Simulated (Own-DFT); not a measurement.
# Shaking the atoms of rutile TiO2, 72 atoms (O48Ti24)

Calculated results; nothing here was measured. They come from Own-DFT, an in-house plane-wave density functional program, since retired, whose code no person has reviewed. Each row is one single-point run on a periodic cell that was not relaxed, without spin or spin-orbit coupling.

Settings of every run: PBE; PseudoDojo norm-conserving scalar-relativistic files; cutoff 72 hartree; 3 x 3 x 3 k mesh centred on Gamma; Fermi-Dirac smearing of 0.1 eV.

Known limits, some of them of some rows only: some atoms lie very close together; oxygen file: force components 24 meV/angstrom off all-electron in a glass; forces on such cells passed a denser k mesh, each cell not checked; stress not checked against mesh or cutoff.

Cell vectors in Å: (9.187, 0.000, 0.000); (0.000, 9.187, 0.000); (0.000, 0.000, 8.876). In each run every atom was moved at random and independently from its ideal site; u is the rms move along one axis. E is the free energy for each atom above the fitted value at u = 0, and F the rms of the force components.

| run | u (Å) | E (meV/atom) | F (eV/Å) | largest force (eV/Å) | P (GPa) |
|---|---|---|---|---|---|
| 1 | 0.0203 | 8.5 | 0.367 | 1.44 | 4.76 |
| 2 | 0.0210 | 8.6 | 0.354 | 1.34 | 4.89 |
| 3 | 0.0212 | 8.8 | 0.351 | 1.51 | 4.81 |
| 4 | 0.0508 | 51.8 | 0.973 | 3.11 | 6.57 |
| 5 | 0.0513 | ? | ? | ? | ? |
| 6 | 0.0795 | 129.5 | 1.686 | 7.40 | 9.98 |
| 7 | 0.0813 | 127.8 | 1.590 | 6.81 | 9.81 |
| 8 | 0.1244 | 394.6 | 3.329 | 15.55 | 19.99 |

## Worked fit

For small independent moves the energy grows as E = (3/2) K u², with K the mean stiffness felt by one atom. The runs with u up to 0.11 Å give K = 13.3 ± 0.2 eV/Å², with residuals divided by u² + 0.0006 Å², since the noise grows with the moves. The scatter is 1.3 meV/atom at u = 0.05 Å. The forces follow F = G u with G = 18.6 eV/Å²; no force at u = 0 is resolved. G exceeds K because the moves of its neighbours add to the force on an atom, and stiffness differs between atoms. The pressure follows P = 4.45 + 841 u² GPa: at fixed volume, shortened bonds push harder than stretched ones pull.

## Withheld run

Question: what energy and rms force should run 5 give?

The fit gives 52 ± 2 meV/atom and about 0.95 eV/Å. The calculation gave 53.4 meV/atom and 0.961 eV/Å.
